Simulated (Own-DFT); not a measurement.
# Which defects push the lattice out? D0_22 TiAl3

No measurement is shown. These are fixed-geometry runs of a retired plane-wave code named Own-DFT, which no person has reviewed; spin and spin-orbit coupling are neglected.

Settings: PBEsol; PseudoDojo norm-conserving scalar-relativistic files, made for PBE; cutoff 42 hartree; 4 x 4 x 4 k mesh centred on Gamma; cold (Marzari-Vanderbilt) smearing of 0.2 eV.

Keep in mind: forces on such cells failed a check on a denser k mesh; stress not checked against mesh or cutoff.

All runs share one cell, with vectors in Å (-2.365, -6.981, 4.326); (-7.667, 3.491, 1.442); (-2.950, -3.488, -7.241) and a volume of 625.4 Å³. Atoms were moved at random from their sites; u is the rms move along one axis. The defect's site can differ from row to row.

```
cell,formula,u (Å),P (GPa)
no defect,Al30Ti10,0.0205,0.08
no defect,Al30Ti10,0.0476,0.81
no defect,Al30Ti10,0.0503,0.70
two Al on a Ti site each,Al32Ti8,0.0296,1.19
two Al on a Ti site each,Al32Ti8,0.0306,1.23
two Al on a Ti site each,Al32Ti8,0.0477,1.66
one Ti vacancy,Al30Ti9,0.0277,-0.02
one Ti vacancy,Al30Ti9,0.0316,0.05
one Ti vacancy,Al30Ti9,0.0558,0.71
two Ti on an Al site each,Al28Ti12,0.0277,1.02
two Ti on an Al site each,Al28Ti12,0.0284,1.26
two Ti on an Al site each,Al28Ti12,0.0504,1.76
two Ti on an Al site each,Al28Ti12,0.0504,?
two Al vacancies,Al28Ti10,0.0283,-0.57
two Al vacancies,Al28Ti10,0.0295,-0.63
two Al vacancies,Al28Ti10,0.0477,-0.22
```

## Worked fit

P = P0 + c u² + a shift for each defect gives P0 = -0.03 GPa, c = 319 ± 24 GPa/Å² and a scatter of 0.08 GPa. The shifts, and each times the cell's volume:

- two Al on a Ti site each: 0.95 ± 0.07 GPa, 3.7 eV (1.9 eV for each of its 2 sites)
- two Ti on an Al site each: 0.93 ± 0.07 GPa, 3.6 eV (1.8 eV for each of its 2 sites)
- one Ti vacancy: -0.25 ± 0.06 GPa, -1.0 eV
- two Al vacancies: -0.86 ± 0.07 GPa, -3.4 eV (-1.7 eV for each of its 2 sites)

Against the defect-free cell, a freed cell would be larger where the shift is positive and smaller where it is negative (160.2 GPa Å³ is 1 eV). The atoms around the defects weren't relaxed, which would change these numbers.

## Withheld run

Q: what pressure belongs in the blank (two Ti on an Al site each, u = 0.0504 Å)?

The fitted form gives 1.72 ± 0.10 GPa. Computed: 1.57 GPa.
